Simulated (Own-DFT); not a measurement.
# Shaking the atoms of diamond germanium, 16 atoms (Ge16)

Calculated results; nothing here was measured. The program, named Own-DFT, is a retired in-house plane-wave density functional code that no person has reviewed. Each row is one single-point run on a periodic cell that was not relaxed, without spin or spin-orbit coupling.

Settings of every run: PBE; PseudoDojo norm-conserving scalar-relativistic files; cutoff 42 hartree; 5 x 5 x 5 k mesh centred on Gamma; Fermi-Dirac smearing of 0.1 eV.

Known limits: k mesh not checked against a denser one; stress not checked against mesh or cutoff.

Cell vectors in Å: (0.000, 5.658, 5.658); (5.658, 0.000, 5.658); (5.658, 5.658, 0.000). In each run every atom was moved at random and independently from its ideal site; u is the rms move along one axis. E is the free energy for each atom above the fitted value at u = 0, and F the rms of the force components.

```
run   u (Å)  E (meV/atom)  F (eV/Å)  largest force (eV/Å)  P (GPa)
  1  0.0203           6.6     0.278                  0.68     3.87
  2  0.0209           8.0     0.317                  0.89     3.92
  3  0.0215           8.9     0.341                  0.88     3.91
  4  0.0454          37.6     0.657                  2.05     4.29
  5  0.0467          39.0     0.679                  1.79     4.31
  6  0.0492          41.2     0.744                  1.98     4.32
  7  0.0965             ?         ?                     ?        ?
  8  0.0984         178.5     1.408                  3.85     6.07
  9  0.1048         192.9     1.721                  4.93     6.13
 10  0.1645         394.6     1.961                  5.91     8.46
```

## Worked fit

For small independent moves the energy grows as E = (3/2) K u², with K the mean stiffness felt by one atom. The runs with u up to 0.11 Å give K = 11.9 ± 0.2 eV/Å², with residuals divided by u² + 0.0006 Å², since the noise grows with the moves. The scatter is 1.8 meV/atom at u = 0.05 Å. The forces follow F = G u with G = 15.0 eV/Å²; no force at u = 0 is resolved. G exceeds K because the moves of its neighbours add to the force on an atom, and stiffness differs between atoms. At u = 0.164 Å the parabola gives 483 meV/atom and the run 395. The pressure follows P = 3.81 + 221 u² GPa: at fixed volume, shortened bonds push harder than stretched ones pull.

## Withheld run

Question: what energy and rms force should run 7 give?

The fit gives 166 ± 6 meV/atom and about 1.45 eV/Å. The calculation gave 137.5 meV/atom and 1.321 eV/Å. This run lies off the fit, by chance or by something that the fit leaves out.
